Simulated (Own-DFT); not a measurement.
# What a defect does to the pressure of its cell: L1_0 TiAl

The numbers are computed, not measured, by runs of the plane-wave DFT program Own-DFT (in-house, retired, unreviewed) at fixed positions, with no spin and no spin-orbit coupling.

Method: PBE; PseudoDojo norm-conserving scalar-relativistic files; cutoff 42 hartree; 4 x 4 x 4 k mesh centred on Gamma; cold (Marzari-Vanderbilt) smearing of 0.2 eV.

Known weak points: forces on such cells failed a check on a denser k mesh; stress not checked against mesh or cutoff.

All runs share one cell, with vectors in Å (5.622, 5.622, 0.000); (-5.622, 5.622, 0.000); (0.000, 0.000, 8.133) and a volume of 514.0 Å³. Atoms were moved at random from their sites; u is the rms move along one axis. The defect's site can differ from row to row.

| cell | formula | u (Å) | P (GPa) |
|---|---|---|---|
| no defect | Al16Ti16 | 0.0205 | 1.17 |
| no defect | Al16Ti16 | 0.0206 | 1.18 |
| no defect | Al16Ti16 | 0.0513 | 1.73 |
| one Ti vacancy | Al16Ti15 | 0.0266 | 0.47 |
| one Ti vacancy | Al16Ti15 | 0.0273 | 0.51 |
| one Ti vacancy | Al16Ti15 | 0.0309 | 0.58 |
| two Al vacancies | Al14Ti16 | 0.0267 | -0.65 |
| two Al vacancies | Al14Ti16 | 0.0279 | -0.66 |
| two Al vacancies | Al14Ti16 | 0.0436 | -0.40 |
| two Al vacancies | Al14Ti16 | 0.0547 | ? |

## Working it out

P = P0 + c u² + a shift for each defect gives P0 = 1.08 GPa, c = 246 ± 10 GPa/Å² and a scatter of 0.02 GPa. The shifts, and each times the cell's volume:

- one Ti vacancy: -0.75 ± 0.02 GPa, -2.4 eV
- two Al vacancies: -1.92 ± 0.02 GPa, -6.2 eV (-3.1 eV for each of its 2 sites)

A positive shift means that the defect pushes the cell outwards. Shift times volume (160.2 GPa Å³ is 1 eV) depends little on the cell's size, so, taken for each site, it can be compared between cells at like pressure. The atoms around the defects weren't relaxed, which would change these numbers.

## Prediction

Q: what pressure belongs in the blank (two Al vacancies, u = 0.0547 Å)?

The fitted form gives -0.11 ± 0.03 GPa. The calculation gave 0.07 GPa. The miss is larger than the scatter suggests: chance, or a term that the fit lacks.
